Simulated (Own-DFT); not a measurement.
# A layer strained by its substrate: wurtzite GaN, 72 atoms (Ga36N36)

Source: density functional calculations with Own-DFT, an unreviewed in-house program that is no longer used. Nothing was measured or relaxed, and spin and spin-orbit coupling are left out.

Method: PBE; PseudoDojo norm-conserving scalar-relativistic files; cutoff 42 hartree; 4 x 4 x 3 k mesh centred on Gamma; Fermi-Dirac smearing of 0.1 eV.

Caveats: forces not confirmed at this smearing and k mesh; stress not checked against mesh or cutoff.

Unstrained cell vectors in Å: (9.567, 0.000, 0.000); (-4.784, 8.285, 0.000); (0.000, 0.000, 10.370). The unstrained cell has measured lattice constants (interpolated for alloys), not those of this functional. That, the random moves and any unrelaxed bonds set the pressure at no strain. Each run strains x and y alike by e, as a substrate would, and holds the height along z. Each atom got a random Gaussian move of width 0.05 Å along each axis. Stress is positive in tension.

| e (%) | u (Å) | (s_xx + s_yy)/2 (GPa) | s_zz (GPa) |
|---|---|---|---|
| -2.75 | 0.053 | -25.32 | -13.08 |
| -2.25 | 0.050 | -21.04 | -11.64 |
| -1.75 | 0.048 | -17.19 | -11.15 |
| -0.50 | 0.050 | -9.78 | -9.92 |
| -0.25 | 0.048 | -8.67 | -8.55 |
| 0.50 | 0.052 | ? | ? |
| 1.25 | 0.049 | -1.30 | -5.19 |
| 2.00 | 0.054 | 1.12 | -4.19 |
| 2.25 | 0.050 | 3.19 | -5.49 |
| 3.00 | 0.045 | 6.80 | -4.16 |

## What the rows give

With e as a fraction, the in-plane stress is -7.4 + 542 e - 3191 e² GPa (errors 12 and 787, scatter 0.68), and s_zz is -8.3 + 161 e GPa (slope ± 13, scatter 0.76). At e = 0 the first slope is C11 + C12 and the second 2 C13, both with the ions held to the strained lattice and at the cell's own pressure. The term in e² is negative: the layer stiffens under compression and softens under tension. A free layer would change its height as e changes, and the in-plane slope would drop by 2 C13²/C33 to the biaxial modulus. At fixed height, a misfit of 1 % moves the in-plane stress by about 5.4 GPa and s_zz by 1.6 GPa.

## Prediction

The question: what are the two stresses at e = 0.50 %?

The fit gives -4.7 and -7.5 GPa. Computed: -4.47 and -8.30 GPa.
